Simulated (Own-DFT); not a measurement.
## Calculated data, Si$_{4}$SnGe$_{11}$ (diamond-structure random alloy, atoms displaced)

A calculation, not a measurement: plane-wave density functional theory by an unreviewed code, no spin, of a simulated periodic cell, stress positive in tension, run twice, with PBE and with PBEsol, both on files made for PBE, so the change isn't that of files made for PBEsol, forces on such cells moved up to 12 meV/angstrom on a denser k mesh; the far tail of each file's local potential was reset to the Coulomb form; each entry is a single point on an unrelaxed cell, so the pressure reflects the starting lattice, mostly measured values (interpolated for alloys), from which strain is counted, and rises with the displacements; printed positions are rounded, which can move forces by about a meV/angstrom; the program, named Own-DFT, is a retired in-house code; no spin-orbit coupling; stress was not checked against mesh or cutoff. Program: Own-DFT development build.

Si$_{4}$SnGe$_{11}$ (diamond-structure random alloy, atoms displaced)

```xyz
64
Lattice="11.3064 0.0000 0.0000 0.0000 11.3064 0.0000 0.0000 0.0000 11.3064" Properties=species:S:1:pos:R:3 Si4SnGe11
Si     0.0094    11.2845    11.2909
Ge    11.2797     2.7887     2.8439
Sn     2.8528     0.0263     2.7900
Si     2.8408     2.7843    11.2869
Ge     1.4273     1.4219     1.4384
Si     1.4309     4.2468     4.2480
Ge     4.2667     1.4133     4.2762
Sn     4.2911     4.2006     1.4434
Ge     0.0455    11.2864     5.6667
Ge     0.0165     2.8843     8.4611
Si     2.8231    11.2671     8.4757
Ge     2.8517     2.7962     5.6392
Ge     1.4376     1.3927     7.0167
Ge     1.4398     4.2162     9.9077
Si     4.2441     1.4240     9.8964
Ge     4.2354     4.2761     7.0609
Ge    11.2916     5.6524    11.2855
Ge     0.0125     8.4188     2.8130
Ge     2.8407     5.6292     2.7991
Ge     2.8418     8.4947    11.2956
Si     1.3737     7.0126     1.4086
Ge     1.4236     9.9291     4.2548
Ge     4.2391     7.0720     4.2452
Si     4.2019     9.9119     1.3827
Ge     0.0137     5.6354     5.6984
Ge    11.2828     8.4995     8.4879
Sn     2.8652     5.6286     8.4183
Ge     2.8687     8.4938     5.6473
Ge     1.3673     7.0266     7.0474
Ge     1.3881     9.9135     9.8818
Ge     4.2300     7.0378     9.8814
Si     4.2708     9.9353     7.0546
Si     5.6464    11.2766     0.0181
Ge     5.6752     2.8186     2.8884
Ge     8.4716     0.0442     2.8362
Ge     8.4864     2.8279    11.2907
Ge     7.0599     1.4110     1.3976
Ge     7.0437     4.1710     4.2599
Si     9.9037     1.3730     4.1964
Sn     9.9235     4.2391     1.4545
Ge     5.6373     0.0177     5.6154
Ge     5.6520     2.7794     8.4965
Ge     8.4906     0.0162     8.4407
Ge     8.4898     2.8177     5.6854
Ge     7.0741     1.3819     7.0353
Si     7.0196     4.1924     9.7920
Ge     9.8549     1.4382     9.9129
Si     9.8882     4.2191     7.0063
Ge     5.6682     5.6600    11.2812
Ge     5.6562     8.4834     2.8749
Si     8.4759     5.6784     2.8534
Ge     8.4501     8.5124    11.2604
Ge     7.0605     7.0405     1.4266
Ge     7.1172     9.8943     4.2380
Si     9.8689     7.0503     4.2565
Ge     9.9263     9.8933     1.4206
Si     5.6896     5.6796     5.5883
Ge     5.6367     8.5327     8.4835
Ge     8.5017     5.6423     8.5025
Ge     8.5408     8.5168     5.6538
Si     7.0705     7.0094     7.0634
Ge     7.0352     9.8975     9.8739
Ge     9.9119     7.0441     9.8825
Ge     9.8772     9.9571     7.0905
```

* functional: PBE, then PBEsol
* potential files: PseudoDojo norm-conserving, scalar-relativistic, standard set
* wave cutoff: 49 hartree
* occupations: Fermi-Dirac
* smearing width: 0.1 eV
* k mesh: 3 x 3 x 3 centred on Gamma
* PBE pressure: 3.87 GPa
* PBE stress xx: -3.86 GPa
* PBE stress yy: -3.87 GPa
* PBE stress zz: -3.89 GPa
* PBE stress yz: -0.31 GPa
* PBE stress xz: -0.23 GPa
* PBE stress xy: 0.24 GPa
* PBEsol pressure: 1.21 GPa
* PBEsol stress xx: -1.2 GPa
* PBEsol stress yy: -1.2 GPa
* PBEsol stress zz: -1.23 GPa
* PBEsol stress yz: -0.31 GPa
* PBEsol stress xz: -0.21 GPa
* PBEsol stress xy: 0.23 GPa
* rms change of force components from PBE to PBEsol: 0.045 eV/Å

Force:
```
force element  PBE force x (eV/Å)  PBE force y (eV/Å)  PBE force z (eV/Å)  PBEsol force x (eV/Å)  PBEsol force y (eV/Å)  PBEsol force z (eV/Å)
           Si              -0.166               0.579               0.249                 -0.164                  0.562                  0.247
           Ge               1.489              -0.683                1.52                  1.454                 -0.658                  1.403
           Sn               0.305              -0.393               0.523                  0.244                 -0.327                  0.563
           Si              -0.628              -0.681              -0.586                 -0.659                 -0.624                 -0.529
           Ge              -1.363               0.975              -2.035                 -1.325                  0.945                 -1.906
           Si              -0.121               -0.28              -0.026                 -0.114                 -0.274                 -0.026
           Ge               0.545               0.824                0.27                  0.534                  0.801                  0.267
           Sn              -0.483               -0.23               -1.04                 -0.434                 -0.177                 -0.963
           Ge              -0.907                0.42               -0.44                 -0.842                  0.382                 -0.397
           Ge              -0.425              -0.527              -0.265                  -0.38                 -0.533                 -0.225
           Si               0.576               0.503              -0.116                  0.486                  0.493                 -0.111
           Ge              -0.252               0.824              -0.078                 -0.214                  0.762                 -0.045
           Ge               0.188               0.078               0.994                  0.154                  0.099                  0.923
           Ge              -0.391              -0.654               0.861                 -0.422                 -0.602                  0.796
           Si              -0.368              -0.877               0.232                 -0.317                 -0.827                  0.182
           Ge               2.274              -1.739              -2.071                  2.169                 -1.719                  -1.98
           Ge                1.33               0.735              -0.569                  1.257                  0.682                 -0.588
           Ge              -0.088              -0.098               0.422                 -0.094                 -0.027                  0.406
           Ge              -1.562               1.087               1.094                 -1.447                  1.053                  1.064
           Ge              -0.456              -0.412               0.478                 -0.448                  -0.41                  0.399
           Si               0.625               0.436              -0.224                  0.611                  0.426                 -0.224
           Ge              -0.611              -1.497               0.336                  -0.59                 -1.448                  0.338
           Ge               0.086              -0.339               0.046                  0.052                 -0.291                  0.011
           Si               1.752              -1.197               -0.85                  1.677                 -1.216                 -0.799
           Ge              -0.684               -0.39              -1.175                 -0.622                 -0.339                 -1.101
           Ge                0.08              -0.168              -0.346                  0.076                 -0.165                 -0.329
           Sn              -1.192               0.546               1.004                 -1.159                  0.527                  0.978
           Ge              -0.325               0.189               0.548                 -0.343                  0.151                  0.487
           Ge              -0.264               1.782              -0.463                 -0.258                  1.719                 -0.453
           Ge               0.314               0.115               0.087                  0.302                  0.039                   0.08
           Ge               0.995               1.418                0.87                  0.967                  1.379                  0.848
           Si              -0.481              -0.061               0.272                 -0.432                 -0.097                  0.225
           Si              -0.505               0.288              -0.195                 -0.413                   0.29                 -0.193
           Ge               0.875              -1.449               0.458                  0.854                 -1.402                  0.452
           Ge               0.381              -0.273              -0.274                  0.329                   -0.3                 -0.298
           Ge              -1.525               -0.07              -0.849                 -1.445                 -0.107                 -0.796
           Ge              -0.304              -0.134              -0.153                 -0.255                   -0.1                 -0.106
           Ge               0.734               1.282               0.082                  0.704                  1.169                  0.069
           Si               0.029               0.187                0.92                  0.026                  0.179                  0.897
           Sn                -0.9               0.506              -0.052                  -0.83                  0.442                 -0.102
           Ge               0.354              -0.654               0.495                  0.377                 -0.592                  0.442
           Ge              -0.292               0.083              -0.439                 -0.282                  0.085                 -0.494
           Ge              -0.416               0.173               0.775                   -0.4                  0.167                  0.741
           Ge               0.554              -0.348              -0.599                  0.463                 -0.347                 -0.588
           Ge              -0.246               0.171               0.216                 -0.234                  0.165                  0.207
           Si               0.607               0.438               0.991                  0.593                  0.431                   0.97
           Ge               0.907              -0.531              -0.319                   0.84                 -0.485                 -0.335
           Si               0.061               0.312                0.78                  0.061                  0.308                  0.769
           Ge               1.104               0.198              -1.075                  1.038                  0.226                  -1.01
           Ge               -0.25               0.373              -0.935                 -0.215                  0.328                 -0.873
           Si              -0.779               0.517               1.082                 -0.808                  0.468                  1.018
           Ge                0.34              -0.396               0.561                  0.332                 -0.385                  0.543
           Ge               0.348               0.303               0.073                  0.297                  0.324                  0.035
           Ge              -0.312               0.087               0.109                 -0.303                   0.09                  0.104
           Si                0.21              -0.167              -0.189                  0.248                 -0.116                 -0.142
           Ge              -0.139               0.125              -0.302                 -0.167                  0.089                 -0.265
           Si              -0.055              -0.253               0.736                 -0.098                 -0.289                  0.675
           Ge                0.01              -0.804              -0.757                  0.021                 -0.782                 -0.667
           Ge              -0.372              -0.618              -0.788                  -0.32                 -0.566                 -0.732
           Ge              -0.447              -0.898               0.334                 -0.437                 -0.796                  0.328
           Si              -0.065               0.645              -0.215                 -0.024                   0.67                 -0.162
           Ge               0.106               0.647               0.115                  0.137                  0.583                  0.078
           Ge              -0.317               0.514                0.15                 -0.308                  0.494                  0.144
           Ge               0.517              -0.541              -0.259                  0.499                 -0.523                 -0.251
```
